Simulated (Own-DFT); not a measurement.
# Computed records: GaP (zincblende, strongly disordered by large displacements), InAs (zincblende, strongly disordered by large displacements)

A calculation, not a measurement: plane-wave PBE density functional theory by an unreviewed code, no spin, of a simulated periodic cell, stress positive in tension, free energy of the whole cell less one offset for each atom, forces on such cells passed a denser k mesh, this cell's mesh not checked; broken bonds can close the gap or carry spin, so checks made on this kind of crystal may not hold here; offsets are fitted by least squares, one for each functional and potential file, so energies compare only between cells with the same atoms and settings and are not formation energies; the far tail of each file's local potential was reset to the Coulomb form; each entry is a single point on an unrelaxed cell, so the pressure reflects the starting lattice, mostly measured values (interpolated for alloys), from which strain is counted, and rises with the displacements; printed positions are rounded, which can move forces by about a meV/angstrom; the program, named Own-DFT, is a retired in-house code; no spin-orbit coupling. Program: Own-DFT development build.

Common to all runs: functional PBE; potential files PseudoDojo norm-conserving, scalar-relativistic, standard set; wave cutoff 42 hartree; occupations Fermi-Dirac; smearing width 0.1 eV; k mesh 3 x 3 x 3 centred on Gamma.

(1) 
```cif
# cell vector a (Å): 10.9010 0.0000 0.0000
# cell vector b (Å): 0.0000 10.9010 0.0000
# cell vector c (Å): 0.0000 0.0000 10.9010
data_GaP
_symmetry_space_group_name_H-M 'P 1'
_symmetry_Int_Tables_number 1
_cell_length_a 10.9010
_cell_length_b 10.9010
_cell_length_c 10.9010
_cell_angle_alpha 90.000
_cell_angle_beta 90.000
_cell_angle_gamma 90.000
_cell_volume 1295.39
loop_
_atom_site_label
_atom_site_type_symbol
_atom_site_fract_x
_atom_site_fract_y
_atom_site_fract_z
_atom_site_occupancy
Ga1 Ga 0.01085 0.02404 0.99911 1
Ga2 Ga 0.01288 0.25533 0.23849 1
Ga3 Ga 0.22838 0.98774 0.24020 1
Ga4 Ga 0.23568 0.24166 0.02995 1
P1 P 0.14287 0.14524 0.14607 1
P2 P 0.10201 0.37526 0.38535 1
P3 P 0.37783 0.09005 0.35965 1
P4 P 0.38846 0.37642 0.08363 1
Ga5 Ga 0.98306 0.98713 0.44666 1
Ga6 Ga 0.03817 0.23413 0.76876 1
Ga7 Ga 0.24908 0.00240 0.74326 1
Ga8 Ga 0.24010 0.25570 0.49411 1
P5 P 0.10132 0.12914 0.63798 1
P6 P 0.11650 0.36310 0.87562 1
P7 P 0.35515 0.13291 0.85883 1
P8 P 0.38252 0.37334 0.61490 1
Ga9 Ga 0.98663 0.53082 0.00005 1
Ga10 Ga 0.01315 0.75833 0.23126 1
Ga11 Ga 0.25642 0.46974 0.25372 1
Ga12 Ga 0.22906 0.75122 0.99035 1
P9 P 0.12379 0.63823 0.13516 1
P10 P 0.09624 0.90335 0.34364 1
P11 P 0.37498 0.61637 0.38770 1
P12 P 0.38480 0.83925 0.15381 1
Ga13 Ga 0.98146 0.51057 0.49301 1
Ga14 Ga 0.01970 0.74088 0.75758 1
Ga15 Ga 0.26389 0.53124 0.74021 1
Ga16 Ga 0.24530 0.74196 0.51465 1
P13 P 0.12267 0.58851 0.64095 1
P14 P 0.13815 0.90827 0.84666 1
P15 P 0.39376 0.61393 0.87805 1
P16 P 0.35691 0.82125 0.63447 1
Ga17 Ga 0.49357 0.01025 0.03405 1
Ga18 Ga 0.48424 0.26684 0.24131 1
Ga19 Ga 0.72667 0.97764 0.24798 1
Ga20 Ga 0.76789 0.24231 0.03414 1
P17 P 0.63438 0.15518 0.10029 1
P18 P 0.62358 0.36363 0.38411 1
P19 P 0.88542 0.11948 0.37703 1
P20 P 0.87163 0.40067 0.12650 1
Ga21 Ga 0.50370 0.99117 0.49722 1
Ga22 Ga 0.49855 0.27308 0.73966 1
Ga23 Ga 0.73324 0.98043 0.77319 1
Ga24 Ga 0.72284 0.25302 0.46012 1
P21 P 0.64457 0.14223 0.65203 1
P22 P 0.63103 0.39638 0.87606 1
P23 P 0.90003 0.10544 0.84478 1
P24 P 0.84319 0.35099 0.64404 1
Ga25 Ga 0.50068 0.48071 0.00730 1
Ga26 Ga 0.49038 0.76447 0.25918 1
Ga27 Ga 0.78800 0.48961 0.23935 1
Ga28 Ga 0.75344 0.76144 0.93547 1
P25 P 0.61324 0.62940 0.09319 1
P26 P 0.62955 0.83718 0.34938 1
P27 P 0.85200 0.61573 0.37927 1
P28 P 0.88451 0.85958 0.11557 1
Ga29 Ga 0.50711 0.49256 0.51995 1
Ga30 Ga 0.51016 0.75154 0.75352 1
Ga31 Ga 0.75422 0.47963 0.75460 1
Ga32 Ga 0.74368 0.73066 0.52210 1
P29 P 0.65672 0.64166 0.63368 1
P30 P 0.61576 0.83724 0.87604 1
P31 P 0.87144 0.64390 0.87209 1
P32 P 0.89291 0.90378 0.63885 1
_calc_hardware 'one NVIDIA H100'
_calc_free_energy_of_cell_above_offsets '14.150'  # eV
_calc_pressure 13.88  # GPa
_calc_stress_xx -16.39  # GPa
_calc_stress_yy -12.44  # GPa
_calc_stress_zz -12.81  # GPa
_calc_stress_yz 1.61  # GPa
_calc_stress_xz 0.88  # GPa
_calc_stress_xy 1.44  # GPa
_calc_wall_time 600.6  # s
```

Force:
```tsv
element	x (eV/Å)	y (eV/Å)	z (eV/Å)
Ga	-0.065	-1.439	0.628
Ga	-3.067	1.149	1.668
Ga	4.525	0.354	-1.13
Ga	3.768	3.942	-7.112
P	-3.064	-4.933	1.696
P	1.335	0.16	-0.801
P	-0.768	2.506	-0.007
P	-7.349	-5.838	6.355
Ga	-2.218	-0.335	8.988
Ga	-4.3	2.043	0.864
Ga	3.991	2.599	-4.868
Ga	0.378	-1.654	0.751
P	3.892	-3.754	-6.725
P	2.309	4.716	3.691
P	1.844	0.615	2.038
P	-2.994	0.341	0.313
Ga	1.358	-1.123	-0.036
Ga	-2.787	-0.073	2.186
Ga	0.137	1.516	-0.081
Ga	1.764	0.592	-0.734
P	2.294	-3.671	-1.711
P	4.138	-6.295	-0.372
P	0.002	-0.35	-0.731
P	-9.036	7.2	-9.432
Ga	-0.175	-1.507	1.971
Ga	-0.276	1.419	-0.936
Ga	3.961	-3.718	2.824
Ga	-3.489	-3.062	-3.888
P	-4.501	3.329	-3.799
P	-4.444	-5.533	6.22
P	-1.233	1.146	0.263
P	3.235	5.389	2.739
Ga	-0.939	-0.841	-1.613
Ga	0.687	-1.221	0.542
Ga	2.395	1.974	-1.661
Ga	6.695	4.243	-5.886
P	-6.934	-5.558	5.313
P	-7.047	8.439	-6.67
P	-5.207	5.576	-3.743
P	6.991	-7.726	-7.863
Ga	0.798	-0.658	1.117
Ga	1.137	-1.608	2.224
Ga	0.504	1.124	-1.289
Ga	8.114	-8.511	7.217
P	-0.767	-1.172	-1.789
P	-1.305	-3.192	1.351
P	-2.585	0.472	2.682
P	2.789	-1.584	-2.995
Ga	5.756	6.416	-4.149
Ga	3.419	-9.023	4.452
Ga	-8.756	6.263	7.447
Ga	4.893	-1.52	8.495
P	1.479	0.56	1.938
P	3.459	2.167	5.476
P	1.505	2.348	-0.249
P	-2.025	2.28	-1.838
Ga	1.66	2.18	-1.28
Ga	-2.561	-3.476	-3.276
Ga	0.771	3.823	-0.285
Ga	6.607	7.606	-7.926
P	-7.776	-7.543	7.512
P	-6.651	9.794	0.454
P	4.158	-5.181	-3.153
P	-0.427	-2.183	-1.387
```

(2) 
```cif
# cell vector a (Å): 12.1166 0.0000 0.0000
# cell vector b (Å): 0.0000 12.1166 0.0000
# cell vector c (Å): 0.0000 0.0000 12.1166
data_InAs
_symmetry_space_group_name_H-M 'P 1'
_symmetry_Int_Tables_number 1
_cell_length_a 12.1166
_cell_length_b 12.1166
_cell_length_c 12.1166
_cell_angle_alpha 90.000
_cell_angle_beta 90.000
_cell_angle_gamma 90.000
_cell_volume 1778.86
loop_
_atom_site_label
_atom_site_type_symbol
_atom_site_fract_x
_atom_site_fract_y
_atom_site_fract_z
_atom_site_occupancy
In1 In 0.02844 0.01635 0.00195 1
In2 In 0.99752 0.25096 0.24931 1
In3 In 0.22926 0.99473 0.26369 1
In4 In 0.24228 0.24566 0.99294 1
As1 As 0.13360 0.12069 0.11367 1
As2 As 0.14986 0.38234 0.38560 1
As3 As 0.38401 0.11021 0.38205 1
As4 As 0.37525 0.37083 0.14160 1
In5 In 0.00187 0.01238 0.49221 1
In6 In 0.99572 0.25940 0.77745 1
In7 In 0.22719 0.00693 0.75137 1
In8 In 0.23809 0.26979 0.49630 1
As5 As 0.11422 0.15151 0.62288 1
As6 As 0.09003 0.36859 0.88770 1
As7 As 0.37695 0.12329 0.88555 1
As8 As 0.36830 0.36981 0.63075 1
In9 In 0.01347 0.47193 0.00412 1
In10 In 0.00747 0.77627 0.22713 1
In11 In 0.28822 0.52441 0.25718 1
In12 In 0.23313 0.77002 0.99885 1
As9 As 0.12206 0.61432 0.12275 1
As10 As 0.12784 0.86244 0.37026 1
As11 As 0.36828 0.64134 0.38654 1
As12 As 0.36967 0.85649 0.12407 1
In13 In 0.98954 0.48438 0.51656 1
In14 In 0.97614 0.75803 0.77315 1
In15 In 0.22641 0.51640 0.75488 1
In16 In 0.25439 0.71543 0.50536 1
As13 As 0.13332 0.63571 0.63941 1
As14 As 0.09510 0.87638 0.87105 1
As15 As 0.38826 0.62731 0.89060 1
As16 As 0.35979 0.87306 0.62934 1
In17 In 0.51424 0.01892 0.02413 1
In18 In 0.51332 0.26280 0.25274 1
In19 In 0.75283 0.02324 0.24974 1
In20 In 0.73800 0.23650 0.01613 1
As17 As 0.60752 0.12405 0.14441 1
As18 As 0.61093 0.37976 0.38666 1
As19 As 0.87324 0.14412 0.35962 1
As20 As 0.88640 0.37527 0.14984 1
In21 In 0.49042 0.99708 0.49706 1
In22 In 0.49403 0.25865 0.74528 1
In23 In 0.71804 0.01346 0.77471 1
In24 In 0.75126 0.25962 0.51755 1
As21 As 0.63241 0.11587 0.63461 1
As22 As 0.60755 0.35668 0.85659 1
As23 As 0.86427 0.11940 0.89527 1
As24 As 0.87077 0.35604 0.62981 1
In25 In 0.49203 0.49379 0.00658 1
In26 In 0.51664 0.74490 0.23118 1
In27 In 0.77783 0.49159 0.27551 1
In28 In 0.73873 0.73582 0.00826 1
As25 As 0.62275 0.61606 0.11912 1
As26 As 0.61877 0.89115 0.35866 1
As27 As 0.89055 0.61894 0.38914 1
As28 As 0.88852 0.90459 0.13942 1
In29 In 0.51722 0.51469 0.50811 1
In30 In 0.49745 0.72639 0.75856 1
In31 In 0.74193 0.49619 0.76568 1
In32 In 0.72446 0.74051 0.51133 1
As29 As 0.64892 0.62349 0.63393 1
As30 As 0.62294 0.92273 0.88081 1
As31 As 0.83811 0.59742 0.86635 1
As32 As 0.88534 0.85721 0.62892 1
_calc_hardware 'one NVIDIA H200'
_calc_free_energy_of_cell_above_offsets '-4.040'  # eV
_calc_pressure 8.79  # GPa
_calc_stress_xx -7.63  # GPa
_calc_stress_yy -8.47  # GPa
_calc_stress_zz -10.26  # GPa
_calc_stress_yz -0.79  # GPa
_calc_stress_xz -1.39  # GPa
_calc_stress_xy -1.32  # GPa
_calc_wall_time 1331  # s
```

Force:
```tsv
element	x (eV/Å)	y (eV/Å)	z (eV/Å)
In	-3.979	-1.881	-1.691
In	3.783	-0.335	0.443
In	2.523	0.934	-1.16
In	1.02	1.112	-0.062
As	1.627	2.445	4.101
As	-3.917	3.735	-4.42
As	-2.39	2.912	-1.996
As	-0.781	0.034	-1.32
In	-0.385	-0.768	0.276
In	-3.473	-4.279	-3.648
In	0.66	0.188	-0.36
In	3.727	-4.28	2.846
As	-0.147	-0.953	0.773
As	8.055	-1.162	-2.921
As	-0.159	-0.153	-0.864
As	-0.392	1.917	-0.371
In	-4.758	5.887	5.729
In	0.427	-2.741	1.009
In	-2.558	-1.987	-1.661
In	-0.059	-1.429	-0.571
As	0.561	0.78	0.153
As	-0.603	-0.659	2.523
As	6.306	-0.82	-2.251
As	0.483	2.122	0.64
In	1.573	0.465	-0.195
In	-0.996	-3.186	-0.536
In	2.781	-2.708	2.171
In	-2.64	4.387	2.711
As	-4.205	0.745	-0.551
As	2.549	0.773	0.714
As	-2.905	-0.348	0.396
As	0.594	-0.626	0.177
In	-4.063	-3.048	-2.317
In	-1.727	-0.526	1.296
In	-0.057	-1.371	0.351
In	0.278	1.351	-0.181
As	2.666	2.211	1.606
As	2.216	0.015	0.037
As	-0.582	-0.636	2.97
As	-1.79	0.421	-3.084
In	1.356	-1.517	2.288
In	-2.06	-3.494	-1.937
In	8.119	3.831	-5.652
In	-2.306	-2.153	-2.429
As	-1.782	1.71	-2.686
As	2.862	2.48	4.161
As	1.098	0.224	-0.607
As	1.409	2.197	2.781
In	0.512	-1.391	-0.347
In	-1.134	1.014	1.384
In	-1.953	0.469	0.185
In	1.206	2.358	-1.164
As	0.95	-2.152	1.291
As	0.565	-1.268	0.822
As	-0.241	2.006	0.015
As	-1.706	0.073	-2.371
In	-2.02	0.003	0.668
In	0.759	2.361	-1.424
In	-4.229	-6.692	-5.26
In	3.215	3.664	-3.808
As	-3.105	-1.807	2.313
As	-5.756	-8.757	6.398
As	6.959	6.175	6.491
As	-1.981	2.126	-1.874
```

(3) 
```cif
# cell vector a (Å): 12.1166 0.0000 0.0000
# cell vector b (Å): 0.0000 12.1166 0.0000
# cell vector c (Å): 0.0000 0.0000 12.1166
data_InAs
_symmetry_space_group_name_H-M 'P 1'
_symmetry_Int_Tables_number 1
_cell_length_a 12.1166
_cell_length_b 12.1166
_cell_length_c 12.1166
_cell_angle_alpha 90.000
_cell_angle_beta 90.000
_cell_angle_gamma 90.000
_cell_volume 1778.86
loop_
_atom_site_label
_atom_site_type_symbol
_atom_site_fract_x
_atom_site_fract_y
_atom_site_fract_z
_atom_site_occupancy
In1 In 0.04743 0.98079 0.01554 1
In2 In 0.99219 0.22675 0.21524 1
In3 In 0.25146 0.01089 0.24185 1
In4 In 0.23488 0.17542 0.95732 1
As1 As 0.15074 0.11500 0.10556 1
As2 As 0.07203 0.33557 0.42613 1
As3 As 0.42109 0.13756 0.36435 1
As4 As 0.40211 0.38299 0.18116 1
In5 In 0.01333 0.95405 0.52063 1
In6 In 0.98338 0.21555 0.75609 1
In7 In 0.27426 0.94905 0.73319 1
In8 In 0.21695 0.23924 0.48987 1
As5 As 0.11808 0.14687 0.64310 1
As6 As 0.11804 0.35129 0.87253 1
As7 As 0.38822 0.09823 0.90391 1
As8 As 0.36610 0.38127 0.67595 1
In9 In 0.01680 0.47856 0.95165 1
In10 In 0.98450 0.77627 0.22404 1
In11 In 0.25912 0.47361 0.24476 1
In12 In 0.27670 0.72354 0.98960 1
As9 As 0.15590 0.64060 0.10140 1
As10 As 0.09403 0.85914 0.34169 1
As11 As 0.37146 0.62371 0.33367 1
As12 As 0.34973 0.90208 0.09459 1
In13 In 0.00663 0.49422 0.50909 1
In14 In 0.00504 0.76401 0.69699 1
In15 In 0.25470 0.51267 0.73100 1
In16 In 0.25563 0.76176 0.53565 1
As13 As 0.15095 0.62078 0.57300 1
As14 As 0.11944 0.85694 0.90518 1
As15 As 0.39130 0.64995 0.85290 1
As16 As 0.38296 0.84493 0.63349 1
In17 In 0.50390 0.99171 0.00544 1
In18 In 0.50488 0.24089 0.23082 1
In19 In 0.76788 0.01236 0.18824 1
In20 In 0.75870 0.23034 0.01008 1
As17 As 0.64064 0.11332 0.08132 1
As18 As 0.64097 0.36186 0.39632 1
As19 As 0.91583 0.17231 0.36874 1
As20 As 0.88665 0.37555 0.17530 1
In21 In 0.49941 0.01333 0.49050 1
In22 In 0.48681 0.24144 0.78931 1
In23 In 0.71098 0.03827 0.74043 1
In24 In 0.74896 0.26783 0.50678 1
As21 As 0.61448 0.16419 0.65656 1
As22 As 0.59485 0.36481 0.86181 1
As23 As 0.86188 0.13303 0.86162 1
As24 As 0.89292 0.46327 0.64627 1
In25 In 0.54652 0.48787 0.98519 1
In26 In 0.50187 0.75460 0.24868 1
In27 In 0.76557 0.49565 0.26101 1
In28 In 0.79621 0.76648 0.92554 1
As25 As 0.57636 0.58639 0.13056 1
As26 As 0.61347 0.89173 0.38890 1
As27 As 0.88002 0.67137 0.40269 1
As28 As 0.90754 0.90809 0.11878 1
In29 In 0.51521 0.47862 0.50220 1
In30 In 0.56890 0.75330 0.73980 1
In31 In 0.74221 0.50401 0.77795 1
In32 In 0.70572 0.74011 0.47777 1
As29 As 0.64479 0.60103 0.64842 1
As30 As 0.65593 0.87446 0.91304 1
As31 As 0.86877 0.60757 0.88720 1
As32 As 0.85600 0.90623 0.64009 1
_calc_hardware 'one NVIDIA H200'
_calc_free_energy_of_cell_above_offsets '32.011'  # eV
_calc_pressure 15.59  # GPa
_calc_stress_xx -16.98  # GPa
_calc_stress_yy -16.45  # GPa
_calc_stress_zz -13.33  # GPa
_calc_stress_yz -0.36  # GPa
_calc_stress_xz 3.43  # GPa
_calc_stress_xy 4.68  # GPa
_calc_wall_time 1194  # s
```

Force:
```tsv
element	x (eV/Å)	y (eV/Å)	z (eV/Å)
In	-1.668	3.177	-0.664
In	5.092	-1.063	-4.447
In	0.956	-1.138	3.08
In	-2.26	5.679	-2.894
As	-2.883	2.293	5.576
As	-2.195	-0.228	-4.403
As	-4.869	-0.683	1.368
As	1.676	1.248	-4.698
In	0.906	1.993	-1.172
In	1.146	4.69	-1.438
In	-4.869	4.439	4.627
In	5.357	-1.311	1.256
As	2.728	-4.036	-1.509
As	3.82	-3.851	-3.012
As	2.067	-0.467	-5.337
As	3.566	-4.61	-3.912
In	-2.27	3.956	4.463
In	-1.505	-6.973	-1.027
In	-5.679	2.396	1.364
In	1.74	3.011	-1.093
As	-4.564	-3.389	3.582
As	5.632	3.548	5.064
As	-0.245	0.093	3.299
As	0.252	-2.204	1.217
In	0.861	3.132	-3.613
In	0.434	-0.754	1.277
In	-3.272	4.072	2.588
In	-0.335	1.696	-6.398
As	-2.989	-3.575	2.463
As	2.442	-4.107	-5.591
As	1.869	-1.691	-1.699
As	8.423	0.289	-0.715
In	1.835	-2.893	1.373
In	4.907	-1.874	-1.064
In	-1.052	0.946	4.268
In	3.733	5.85	-1.996
As	-4.677	-0.783	3.069
As	-2.804	2.243	-5.088
As	-2.977	-3.465	6.677
As	-0.356	1.561	-4.781
In	-0.469	-0.26	3.82
In	-5.139	-3.119	-2.023
In	3.641	-5.074	3.423
In	4.49	-2.541	3.798
As	-2.567	2.6	-5.454
As	6.614	0.662	0.005
As	-2.454	-3.234	3.371
As	-2.828	-3.264	3.617
In	-3.501	0.943	-1.248
In	-0.01	1.61	-1.009
In	-2.493	2.834	1.774
In	3.134	1.519	2.775
As	2.599	3.323	5.616
As	1.29	-0.445	-3.02
As	1.334	-1.566	-1.765
As	-2.936	-1.151	-2.699
In	-2.211	1.268	1.055
In	-1.98	2.135	1.994
In	-0.096	-3.035	1.642
In	0.491	-0.703	1.936
As	-1.479	0.543	-5.045
As	-5.211	3.905	-2.217
As	3.602	-3.282	-0.371
As	-1.795	-0.886	-0.033
```

(4) 
```cif
# cell vector a (Å): 12.1166 0.0000 0.0000
# cell vector b (Å): 0.0000 12.1166 0.0000
# cell vector c (Å): 0.0000 0.0000 12.1166
data_InAs
_symmetry_space_group_name_H-M 'P 1'
_symmetry_Int_Tables_number 1
_cell_length_a 12.1166
_cell_length_b 12.1166
_cell_length_c 12.1166
_cell_angle_alpha 90.000
_cell_angle_beta 90.000
_cell_angle_gamma 90.000
_cell_volume 1778.86
loop_
_atom_site_label
_atom_site_type_symbol
_atom_site_fract_x
_atom_site_fract_y
_atom_site_fract_z
_atom_site_occupancy
In1 In 0.04231 0.96728 0.03999 1
In2 In 0.01757 0.26524 0.24095 1
In3 In 0.27619 0.01796 0.22718 1
In4 In 0.26774 0.24643 0.98272 1
As1 As 0.14251 0.08273 0.12211 1
As2 As 0.15402 0.34714 0.33219 1
As3 As 0.39684 0.11136 0.30859 1
As4 As 0.37288 0.39388 0.07720 1
In5 In 0.96914 0.01236 0.50163 1
In6 In 0.97355 0.22245 0.72242 1
In7 In 0.18145 0.00296 0.72854 1
In8 In 0.27222 0.19063 0.52381 1
As5 As 0.14083 0.13280 0.62360 1
As6 As 0.11115 0.35937 0.89624 1
As7 As 0.39048 0.10883 0.86141 1
As8 As 0.35399 0.39359 0.66847 1
In9 In 0.96704 0.58490 0.97399 1
In10 In 0.01154 0.71040 0.24329 1
In11 In 0.23816 0.51727 0.26474 1
In12 In 0.25084 0.76503 0.02218 1
As9 As 0.15924 0.60378 0.10706 1
As10 As 0.12806 0.86239 0.34300 1
As11 As 0.43134 0.66983 0.38640 1
As12 As 0.39958 0.90753 0.08861 1
In13 In 0.97540 0.46407 0.50130 1
In14 In 0.01167 0.76287 0.73417 1
In15 In 0.28723 0.51779 0.77186 1
In16 In 0.28235 0.70767 0.57030 1
As13 As 0.09398 0.61223 0.63876 1
As14 As 0.08388 0.87534 0.84690 1
As15 As 0.35801 0.66508 0.88980 1
As16 As 0.34096 0.87396 0.61085 1
In17 In 0.52639 0.99761 0.00254 1
In18 In 0.47926 0.26183 0.32516 1
In19 In 0.72056 0.99660 0.21110 1
In20 In 0.78509 0.20774 0.00607 1
As17 As 0.59289 0.12534 0.11025 1
As18 As 0.63402 0.40156 0.38615 1
As19 As 0.88673 0.09703 0.37675 1
As20 As 0.85396 0.34348 0.09209 1
In21 In 0.49150 0.00700 0.53059 1
In22 In 0.51556 0.29960 0.74761 1
In23 In 0.74790 0.98696 0.75653 1
In24 In 0.77852 0.28369 0.49887 1
As21 As 0.62631 0.11028 0.57215 1
As22 As 0.61852 0.36622 0.87485 1
As23 As 0.89625 0.07957 0.84789 1
As24 As 0.88216 0.38480 0.63439 1
In25 In 0.51329 0.51878 0.96570 1
In26 In 0.48741 0.78193 0.26587 1
In27 In 0.71100 0.53295 0.29493 1
In28 In 0.76670 0.73720 0.01253 1
As25 As 0.62914 0.64970 0.10469 1
As26 As 0.60364 0.85581 0.37357 1
As27 As 0.85376 0.60037 0.41480 1
As28 As 0.87733 0.82800 0.11294 1
In29 In 0.49464 0.47000 0.48626 1
In30 In 0.54031 0.76799 0.73209 1
In31 In 0.80889 0.47802 0.80429 1
In32 In 0.78915 0.74162 0.50931 1
As29 As 0.59893 0.61045 0.68401 1
As30 As 0.59943 0.84492 0.87539 1
As31 As 0.82694 0.65034 0.82771 1
As32 As 0.90664 0.90865 0.62348 1
_calc_hardware 'one NVIDIA H200'
_calc_free_energy_of_cell_above_offsets '38.977'  # eV
_calc_pressure 15.88  # GPa
_calc_stress_xx -13.19  # GPa
_calc_stress_yy -19.69  # GPa
_calc_stress_zz -14.78  # GPa
_calc_stress_yz -3  # GPa
_calc_stress_xz -3.25  # GPa
_calc_stress_xy -6.17  # GPa
_calc_wall_time 1312  # s
```

Force:
```tsv
element	x (eV/Å)	y (eV/Å)	z (eV/Å)
In	-5.622	-5.894	-3.986
In	-4.683	-2.979	-3.181
In	-2.823	-7.128	-0.64
In	-0.301	-1.48	-0.443
As	0.273	9.061	0.513
As	2.821	1.048	4.595
As	2.363	-2.968	4.571
As	0.549	0.778	2.155
In	8.516	0.685	-0.791
In	1.237	0.857	1.216
In	4.747	-6.424	5.308
In	6.707	3.57	-5.226
As	-8.887	4.174	-1.672
As	-0.95	0.748	-1.173
As	-0.416	0.464	-0.796
As	1.998	-5.671	-6.898
In	1.941	-1.52	1.245
In	0.009	0.081	0.457
In	2.753	0.217	1.255
In	-0.786	2.185	0.381
As	-2.263	0.055	-1.409
As	0.256	0.67	0.843
As	-4.162	-7.183	6.498
As	-5.579	-4.916	4.533
In	5.533	2.005	-4.273
In	-4.083	-4.436	-3.923
In	-4.808	4.514	4.522
In	-2.171	-5.06	-2.512
As	1.871	-2.319	-1.262
As	3.659	3.901	7.331
As	2.375	-0.29	-1.509
As	2.029	5.815	2.217
In	2.084	-0.23	-7.752
In	3.746	7.8	-0.348
In	1.008	-1.256	1.641
In	-3.468	-6.221	-4.419
As	2.881	5.598	3.525
As	0.504	-7.893	0.765
As	-4.749	6.318	-7.749
As	3.993	7.143	4.715
In	-6.001	-4.94	-2.678
In	-3.5	-4.731	-4.766
In	-2.619	-0.835	-1.153
In	-1.274	-2.879	-1.853
As	6.49	5.542	3.135
As	6.303	1.807	5.092
As	0.684	0.808	2.749
As	-2.294	-1.969	4.821
In	-0.641	1.015	0.817
In	-2.757	1.986	-12.34
In	1.559	5.029	-6.64
In	-3.188	-1.747	-6.358
As	-3.481	-2.74	3.18
As	6.887	4.398	5.642
As	3.168	-2.168	-3.46
As	5.296	5.716	4.919
In	-4.439	3.056	3.921
In	-6.568	3.053	-5.168
In	-2.56	-8.344	-0.405
In	-3	5.144	3.301
As	3.373	-7.495	-3.441
As	4.457	4.675	7.029
As	0.687	8.386	-0.52
As	-4.682	-6.588	5.847
```
